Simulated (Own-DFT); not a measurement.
# Computed records: Si47N64 (beta silicon nitride with one vacancy, atoms displaced)

A calculation, not a measurement: plane-wave PBE density functional theory by an unreviewed code, no spin, of a simulated periodic cell, stress positive in tension, free energy of the whole cell less one offset for each atom, defect cell not probed for a lower state with spin; forces on such cells moved up to 12 meV/angstrom on a denser k mesh; offsets are fitted by least squares, one for each functional and potential file, so energies compare only between cells with the same atoms and settings and are not formation energies; the far tail of each file's local potential was reset to the Coulomb form; each entry is a single point on an unrelaxed cell, so the pressure reflects the starting lattice, mostly measured values (interpolated for alloys), from which strain is counted, and rises with the displacements; printed positions are rounded, which can move forces by about a meV/angstrom; the program, named Own-DFT, is a retired in-house code; no spin-orbit coupling; before rounding, a Quantum ESPRESSO 7.3.1 run of the same cell and cutoff gave forces within 1 meV/angstrom rms on each cell, which checks the program and not the settings. Program: Own-DFT development build.

Settings shared by all entries: functional PBE; potential files PseudoDojo norm-conserving, scalar-relativistic, standard set; wave cutoff 42 hartree; occupations Fermi-Dirac; smearing width 0.1 eV; k mesh 2 x 2 x 4 centred on Gamma.

(1) Si47N64 (beta silicon nitride with one vacancy, atoms displaced)

```
cell vectors (Å)
  15.2120     0.0000     0.0000
  -7.6060    13.1740     0.0000
   0.0000     0.0000     5.8180
atoms (fractions of the cell vectors)
Si  0.08973  0.38843  0.12259
Si  0.11708  0.20791  0.13414
Si  0.30249  0.41514  0.12169
Si  0.41845  0.11434  0.37305
Si  0.38026  0.30155  0.37783
Si  0.20630  0.08974  0.36808
N   0.17047  0.02114  0.11748
N   0.48168  0.14869  0.13101
N   0.35037  0.33735  0.12427
N   0.33251  0.47834  0.38869
N   0.01244  0.34417  0.37264
N   0.15262  0.16747  0.38345
N   0.15931  0.33275  0.13156
N   0.32990  0.16687  0.37375
Si  0.07945  0.37952  0.61800
Si  0.11762  0.20301  0.62504
Si  0.29971  0.40682  0.60480
Si  0.41267  0.11322  0.89065
Si  0.39432  0.30061  0.86908
Si  0.20898  0.09130  0.87463
N   0.16498  0.01485  0.62255
N   0.48712  0.15430  0.62723
N   0.35301  0.33884  0.61006
N   0.33028  0.48389  0.88015
N   0.01467  0.35296  0.86863
N   0.15397  0.16966  0.87186
N   0.16809  0.33141  0.62528
N   0.33087  0.16852  0.87723
Si  0.08638  0.88455  0.12798
Si  0.11444  0.69935  0.11554
Si  0.29950  0.91044  0.12069
Si  0.41576  0.61429  0.37501
Si  0.38351  0.79646  0.38367
Si  0.20190  0.58744  0.36934
N   0.16789  0.52009  0.12154
N   0.49416  0.65032  0.12269
N   0.35349  0.83781  0.12179
N   0.33616  0.98436  0.36623
N   0.02195  0.85123  0.35583
N   0.14669  0.65931  0.37425
N   0.17098  0.83375  0.13577
N   0.33322  0.67566  0.38496
Si  0.08005  0.87921  0.63003
Si  0.11813  0.70902  0.62259
Si  0.29636  0.91508  0.63412
Si  0.41506  0.61352  0.86066
Si  0.38931  0.80430  0.87088
Si  0.20312  0.58835  0.87418
N   0.16319  0.51361  0.62516
N   0.48440  0.65054  0.60667
N   0.35336  0.83875  0.62303
N   0.32794  0.97940  0.86879
N   0.01477  0.84479  0.86201
N   0.15169  0.67018  0.87094
N   0.16268  0.83351  0.62874
N   0.33731  0.66828  0.86246
Si  0.58447  0.38184  0.12391
Si  0.61397  0.19641  0.12590
Si  0.79800  0.41104  0.12358
Si  0.91928  0.11740  0.37542
Si  0.70305  0.08612  0.38871
N   0.66546  0.01528  0.12688
N   0.98825  0.15677  0.12427
N   0.85408  0.33867  0.12387
N   0.83179  0.48499  0.38144
N   0.52460  0.35707  0.37769
N   0.65112  0.16449  0.37704
N   0.66630  0.33174  0.12864
N   0.83629  0.16699  0.38517
Si  0.58969  0.38851  0.63716
Si  0.60843  0.19742  0.62262
Si  0.79820  0.41100  0.62680
Si  0.90328  0.11469  0.86951
Si  0.88308  0.29617  0.87389
Si  0.70613  0.09353  0.87774
N   0.66077  0.01129  0.62210
N   0.98070  0.15453  0.60275
N   0.84416  0.33027  0.61822
N   0.82819  0.48173  0.88582
N   0.51632  0.34856  0.87028
N   0.65041  0.17175  0.86672
N   0.66745  0.33057  0.62513
N   0.82489  0.16353  0.86219
Si  0.58799  0.88723  0.13869
Si  0.60798  0.69649  0.12967
Si  0.79409  0.90808  0.12520
Si  0.91383  0.61424  0.37946
Si  0.88294  0.79410  0.37315
Si  0.70266  0.58981  0.38788
N   0.66582  0.51299  0.13384
N   0.98717  0.65622  0.12264
N   0.85053  0.83710  0.12234
N   0.82803  0.97560  0.38192
N   0.51373  0.84932  0.35820
N   0.64861  0.67320  0.37004
N   0.65928  0.82708  0.13066
N   0.83505  0.67180  0.38029
Si  0.58479  0.89064  0.63027
Si  0.61373  0.70289  0.63307
Si  0.79684  0.91119  0.62894
Si  0.91686  0.62090  0.87827
Si  0.88168  0.79938  0.86832
Si  0.70220  0.58008  0.86947
N   0.66902  0.51585  0.62812
N   0.98187  0.65024  0.63491
N   0.85127  0.83127  0.64094
N   0.83345  0.98325  0.86494
N   0.51414  0.84425  0.87631
N   0.65508  0.67113  0.87045
N   0.67177  0.83237  0.61922
N   0.83205  0.66421  0.86268
```

| Property | Result |
| --- | --- |
| free energy of cell above offsets | 4.214 eV |
| pressure | 8.5 GPa |
| stress xx | -8.33 GPa |
| stress yy | -7.24 GPa |
| stress zz | -9.92 GPa |
| stress yz | 1.41 GPa |
| stress xz | 0.31 GPa |
| stress xy | -1.42 GPa |

Force:
```
element  x (eV/Å)  y (eV/Å)  z (eV/Å)
     Si    -3.264    -0.667     0.647
     Si     0.899    -1.412    -1.421
     Si    -3.206    -0.772     0.541
     Si    -4.279    -0.528     2.493
     Si     4.767    -2.707    -3.126
     Si    -1.424    -1.783     1.364
      N     -0.46     -2.34     0.573
      N     2.341     0.895    -1.405
      N     1.768     -0.53    -1.393
      N     0.185      4.87    -5.291
      N     0.516     0.716    -1.616
      N    -0.046    -0.094    -1.864
      N     4.088     1.825     -0.38
      N     3.583      2.26     0.164
     Si      1.68     1.118     -0.13
     Si     -1.77     -0.11     0.786
     Si    -5.004     0.132     6.237
     Si    -2.139    -0.244    -3.111
     Si     -4.99    -1.884     0.366
     Si    -3.344    -1.825    -1.594
      N     -0.06    -0.086     0.068
      N    -3.202     -2.21     0.903
      N     2.425    -1.058     4.596
      N     1.261     0.292    -2.202
      N      0.08    -0.522     1.232
      N    -0.197    -0.241     1.462
      N    -0.726     0.756     0.033
      N     4.499     1.904     -0.11
     Si     3.664     1.648    -4.599
     Si     0.213     1.985     2.269
     Si    -1.475    -0.124     0.984
     Si    -2.898    -0.048    -2.729
     Si    -0.162      3.09    -2.332
     Si     0.849    -0.163     2.176
      N     0.116    -1.004    -0.045
      N    -10.13    -5.345    -0.758
      N     0.923    -0.505     0.334
      N     0.335     0.446     1.539
      N    -4.548    -1.973     5.066
      N    -2.084     1.684    -0.188
      N    -1.366    -0.574    -0.576
      N     2.446    -5.933    -0.854
     Si     2.247     3.146    -3.611
     Si    -0.112    -2.488    -0.584
     Si    -0.635     -2.13    -4.614
     Si    -1.385     0.664     1.586
     Si    -0.353    -2.719      0.79
     Si     0.684     0.735    -1.735
      N     0.094     0.335    -0.452
      N     1.202     0.072     3.254
      N    -1.126     0.937     0.701
      N     0.902     3.973     2.828
      N    -2.202    -0.488     4.258
      N     1.279    -1.057     -0.75
      N     1.575     1.165    -0.133
      N    -0.557      0.23     0.699
     Si     2.731     1.055     1.317
     Si     0.146     2.734     0.342
     Si    -0.104    -0.781     1.953
     Si    -4.429    -2.034    -4.386
     Si     1.394     1.895    -2.299
      N    -0.194     1.421    -0.271
      N    -1.604    -1.941      -1.6
      N     0.188    -0.674    -1.229
      N     0.355     0.404    -0.807
      N    -3.766    -1.827     0.937
      N    -1.083    -0.807     -0.05
      N    -0.772    -1.271    -0.205
      N    -0.614    -1.786    -0.523
     Si      2.81    -1.581    -3.502
     Si     3.194     3.342    -0.941
     Si    -0.173    -0.295     0.276
     Si     3.273     0.594    -0.192
     Si    -0.524     1.581    -0.438
     Si    -4.191    -3.852     0.133
      N    -0.108     3.445     2.165
      N     3.816     1.151     7.273
      N      1.16    -0.359     1.799
      N      0.49      2.78    -1.951
      N     0.855     0.863     1.266
      N     1.484    -2.469     1.477
      N     -1.84     0.615     0.168
      N     3.533     2.709     0.404
     Si     1.682    -0.768    -3.779
     Si     7.333     4.717    -2.304
     Si    -1.918     0.438      0.08
     Si    -0.888     0.364    -0.266
     Si     0.168     3.279     0.092
     Si    -0.295     0.964    -2.593
      N    -0.596     0.831    -0.922
      N    -0.397    -0.891     1.311
      N      1.36    -0.783     0.423
      N     0.957     3.039    -1.938
      N    -1.109    -0.164     4.891
      N     3.552    -2.911     2.833
      N     1.067     1.945    -0.517
      N     0.561    -3.497    -0.346
     Si     1.943    -4.732    -1.227
     Si     0.911     1.227    -1.557
     Si     0.878    -1.198    -0.651
     Si    -2.144    -2.322     0.616
     Si     3.392    -3.125     4.414
     Si    -0.207      3.58     3.538
      N    -0.748    -0.882    -0.839
      N      2.26     0.867    -2.173
      N     -2.58     2.336    -6.196
      N    -0.074     0.857     2.572
      N     1.046     1.594     0.169
      N     0.625    -2.133      1.24
      N    -3.881     0.158     0.743
      N    -0.396     0.977     0.919
```

(2) Si47N64 (beta silicon nitride with one vacancy, atoms displaced)

```
cell vectors (Å)
  15.2120     0.0000     0.0000
  -7.6060    13.1740     0.0000
   0.0000     0.0000     5.8180
atoms (fractions of the cell vectors)
Si  0.08138  0.38321  0.13132
Si  0.11164  0.19671  0.10292
Si  0.30093  0.41880  0.14113
Si  0.40724  0.11078  0.37121
Si  0.38782  0.30029  0.39335
Si  0.19929  0.08521  0.37087
N   0.16596  0.01508  0.12901
N   0.47676  0.14935  0.13809
N   0.35410  0.33225  0.13587
N   0.33564  0.48657  0.36545
N   0.01534  0.35440  0.36440
N   0.15152  0.16804  0.36672
N   0.16476  0.33035  0.12912
N   0.34158  0.16860  0.38113
Si  0.09064  0.38480  0.65151
Si  0.10626  0.19296  0.63859
Si  0.29613  0.41381  0.61310
Si  0.41402  0.11029  0.86289
Si  0.38842  0.30571  0.87484
Si  0.20247  0.08675  0.87356
N   0.16300  0.01406  0.62771
N   0.48109  0.14842  0.63137
N   0.35272  0.33582  0.62673
N   0.33593  0.48964  0.87277
N   0.01493  0.35045  0.86763
N   0.15299  0.16583  0.85892
N   0.16280  0.32825  0.62291
N   0.33657  0.16493  0.87683
Si  0.08391  0.88160  0.13945
Si  0.11487  0.70123  0.12157
Si  0.30143  0.91689  0.12245
Si  0.41544  0.61824  0.37613
Si  0.38014  0.79419  0.35593
Si  0.19980  0.59060  0.38732
N   0.16644  0.51975  0.09959
N   0.48051  0.64127  0.12881
N   0.35342  0.83080  0.12516
N   0.33421  0.98729  0.38161
N   0.02022  0.85049  0.37021
N   0.14717  0.65956  0.37399
N   0.15662  0.82034  0.11262
N   0.33523  0.66780  0.36849
Si  0.08137  0.87877  0.62305
Si  0.11510  0.70006  0.62207
Si  0.29350  0.90774  0.62147
Si  0.40973  0.61465  0.86647
Si  0.38407  0.80058  0.87021
Si  0.20686  0.58667  0.86621
N   0.17024  0.51797  0.61672
N   0.48569  0.64802  0.61468
N   0.35081  0.84056  0.61703
N   0.33742  0.98432  0.86382
N   0.01683  0.85254  0.88240
N   0.14858  0.66480  0.86987
N   0.16448  0.83014  0.62224
N   0.33433  0.67459  0.89887
Si  0.58392  0.38041  0.12766
Si  0.61897  0.20706  0.13941
Si  0.80023  0.40949  0.12281
Si  0.91573  0.11574  0.37513
Si  0.88739  0.30219  0.37332
Si  0.70191  0.09631  0.38886
N   0.66697  0.01241  0.13044
N   0.99086  0.15304  0.13319
N   0.84692  0.33171  0.14424
N   0.83637  0.48178  0.39782
N   0.52209  0.35736  0.38627
N   0.64521  0.16246  0.37714
N   0.66447  0.33190  0.11399
N   0.83274  0.16914  0.35868
Si  0.58822  0.38225  0.62305
Si  0.61791  0.20402  0.62781
Si  0.79519  0.41082  0.60846
Si  0.91249  0.11154  0.86227
Si  0.70295  0.09067  0.87606
N   0.66810  0.01668  0.62657
N   0.98543  0.15117  0.62195
N   0.84869  0.32722  0.63108
N   0.84011  0.49299  0.87712
N   0.50998  0.35244  0.87659
N   0.64931  0.16183  0.87178
N   0.66063  0.33083  0.64596
N   0.83867  0.17210  0.86903
Si  0.58907  0.87793  0.13087
Si  0.61441  0.70144  0.13386
Si  0.80089  0.91552  0.12786
Si  0.91308  0.61640  0.37394
Si  0.88569  0.79428  0.38102
Si  0.70343  0.57820  0.37255
N   0.66851  0.51833  0.13740
N   0.98297  0.65011  0.13592
N   0.84703  0.83415  0.13322
N   0.83592  0.98492  0.38493
N   0.51218  0.84469  0.36299
N   0.64867  0.66501  0.36918
N   0.66877  0.83067  0.13591
N   0.83299  0.66436  0.37035
Si  0.58689  0.88173  0.61562
Si  0.61800  0.70264  0.61980
Si  0.80062  0.91115  0.62714
Si  0.91405  0.61208  0.86119
Si  0.88638  0.79960  0.85765
Si  0.70111  0.58667  0.87898
N   0.66289  0.51401  0.60799
N   0.98652  0.64983  0.63921
N   0.85647  0.83919  0.62860
N   0.82994  0.98639  0.88530
N   0.51613  0.84775  0.85956
N   0.65144  0.66148  0.88006
N   0.66892  0.83763  0.63015
N   0.82789  0.66270  0.87386
```

| Quantity | Value |
| --- | --- |
| free energy of cell above offsets | 4.768 eV |
| pressure | 8.55 GPa |
| stress xx | -8.37 GPa |
| stress yy | -7.24 GPa |
| stress zz | -10.03 GPa |
| stress yz | 3.12 GPa |
| stress xz | 1.09 GPa |
| stress xy | 1.44 GPa |

Force:
```
element  x (eV/Å)  y (eV/Å)  z (eV/Å)
     Si     1.599     1.304     -3.98
     Si     2.468     3.192     3.518
     Si    -0.338    -4.384    -5.523
     Si     1.898      1.89     2.369
     Si     1.843     -1.65    -2.919
     Si     1.221     2.157     1.715
      N    -0.178    -1.207    -1.135
      N     3.917     1.069    -3.285
      N    -2.239     1.869    -0.145
      N      -0.1     1.707     4.235
      N     0.496     0.028      4.32
      N    -0.059     -1.01     0.713
      N     0.617     1.088    -0.292
      N    -5.021      0.43     0.305
     Si     -0.92     0.433    -4.528
     Si     2.524     3.774    -5.695
     Si    -0.378    -0.837     1.979
     Si    -1.664     1.868     3.681
     Si    -1.247    -3.846     1.709
     Si     2.344    -0.118     0.006
      N    -0.258    -0.892    -0.807
      N     2.949     1.158    -3.104
      N     -2.39     1.578     0.715
      N     -0.15    -3.242    -0.478
      N    -0.315    -0.428     3.101
      N      0.46    -0.946      2.65
      N     1.516      0.41     0.115
      N    -2.044      0.74    -0.249
     Si     3.407     0.962     -4.91
     Si     0.073    -3.782     -0.17
     Si     -0.87    -2.088     0.069
     Si    -1.234    -0.204     -0.93
     Si     2.494    -0.158     4.915
     Si      3.86    -1.702    -4.566
      N     -0.08    -2.443     5.006
      N     1.087     1.319    -1.922
      N    -4.675     3.678    -2.798
      N     -0.37     -3.69    -1.388
      N    -4.138    -2.002      3.37
      N    -2.718     2.213     -0.05
      N     1.015     7.097     0.739
      N     -1.15    -1.269     1.047
     Si     2.523     1.892     1.898
     Si    -0.037     0.499     0.613
     Si    -1.495     1.516    -0.099
     Si     0.404     2.815     1.233
     Si     1.632     0.417    -1.499
     Si    -1.312     2.267    -0.073
      N     0.347    -1.602     1.332
      N     0.161     0.308     2.053
      N     2.424    -2.146    -0.508
      N     -0.35    -2.086     1.441
      N    -0.997    -0.476    -0.855
      N     1.207    -0.707     0.063
      N    -0.561     0.358    -0.368
      N     1.538    -2.333    -1.911
     Si    -0.155     1.542    -0.407
     Si    -1.613    -2.214     -3.21
     Si    -0.376     1.203    -0.395
     Si    -2.266     0.231    -1.097
     Si     1.261    -1.002     1.346
     Si     3.787    -4.194    -1.837
      N    -0.584     1.282     0.216
      N    -3.289    -2.476     -2.22
      N    -1.745     0.598    -1.363
      N    -0.419      4.22    -6.698
      N    -2.288    -1.786    -2.102
      N    -1.625     1.477     0.855
      N     0.495     1.562     0.725
      N     1.411    -0.642     0.727
     Si    -1.458      1.63     2.339
     Si    -1.795    -1.079     1.219
     Si     1.252    -3.864     7.512
     Si    -1.963     2.807     2.852
     Si     2.632    -1.456     1.022
      N     -0.58    -0.075    -0.383
      N    -1.583    -1.529     0.378
      N    -1.964     1.037    -0.687
      N    -0.585    -6.932    -0.048
      N     4.324     2.001    -0.175
      N    -2.552     1.512     1.625
      N     3.001      0.33    -0.964
      N    -0.054    -1.633     0.032
     Si     -1.16     1.932     -2.46
     Si    -0.109    -0.692    -2.105
     Si    -1.156    -1.075     1.376
     Si     0.439    -1.271     1.556
     Si    -0.894     0.082    -2.322
     Si    -1.476     5.028     1.234
      N    -0.308    -4.178    -4.808
      N     0.744    -0.134    -2.039
      N     2.167    -0.364    -1.023
      N     0.571     0.526    -0.707
      N     0.202     0.176     1.472
      N      2.22    -1.133     1.928
      N     0.123     0.427    -0.458
      N    -0.056     0.821     0.635
     Si    -0.751     1.549    -0.033
     Si    -0.006      0.16     1.104
     Si    -2.518     1.173     0.608
     Si    -2.341     3.291     4.627
     Si     0.761    -2.853     5.872
     Si     1.234    -1.572    -0.909
      N     0.253    -1.208     4.749
      N     0.348     0.887    -4.385
      N    -0.459     0.229    -2.386
      N     1.419    -1.332    -1.737
      N    -0.401    -0.092     1.886
      N    -3.128     1.883    -0.815
      N     1.872    -2.033    -0.146
      N     2.404     2.437    -0.699
```
